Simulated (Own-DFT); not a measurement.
# Which arrangement is lower? C16Si16, 32 atoms

All numbers below are calculated, not measured. They come from Own-DFT, an in-house plane-wave density functional program, since retired, whose code no person has reviewed. Each row is one single-point run on a periodic cell that was not relaxed, without spin or spin-orbit coupling.

Settings of every run: PBE; PseudoDojo norm-conserving scalar-relativistic files; cutoff 42 hartree; 5 x 5 x 3 k mesh centred on Gamma; Fermi-Dirac smearing of 0.1 eV.

Known limits: forces on such cells passed a denser k mesh, each cell not checked; stress not checked against mesh or cutoff.

All cells hold the same atoms in the same cell, with vectors in Å (6.165, 0.000, 0.000); (-3.083, 5.339, 0.000); (0.000, 0.000, 10.068). Every atom was moved at random from its ideal site; u is the rms move along one axis. E is the free energy of the cell above the lowest run. The arrangements:

- A: 2H SiC
- B: 4H SiC

```
arrangement   u (Å)  E (eV)  P (GPa)
          A  0.0289   0.260     3.89
          A  0.0322   0.494     4.00
          A  0.0323   0.423     3.91
          A  0.0590   3.749     6.21
          A  0.0612   4.162     6.89
          A  0.0615   3.576     6.32
          B  0.0280   0.000     3.68
          B  0.0283   0.071     3.71
          B  0.0304   0.425     3.85
          B  0.0527   2.274     5.12
          B  0.0573   2.903     5.97
          B  0.0600   2.649     4.76
```

Question: once the cost of the random moves is taken out, how do the arrangements rank?

## Worked answer

Fit E = a + b u², with one b for all and one a for each arrangement, and with residuals divided by u², since the noise grows with the moves. Then b = 1161 eV/Å², the scatter at u = 0.04 Å is 0.19 eV, and against A:

- B: -0.13 ± 0.09 eV (not told apart from A)

These are energies of unrelaxed cells. Relaxing the atoms lowers the strained arrangements most, so the gaps would shrink and small ones could change sign.
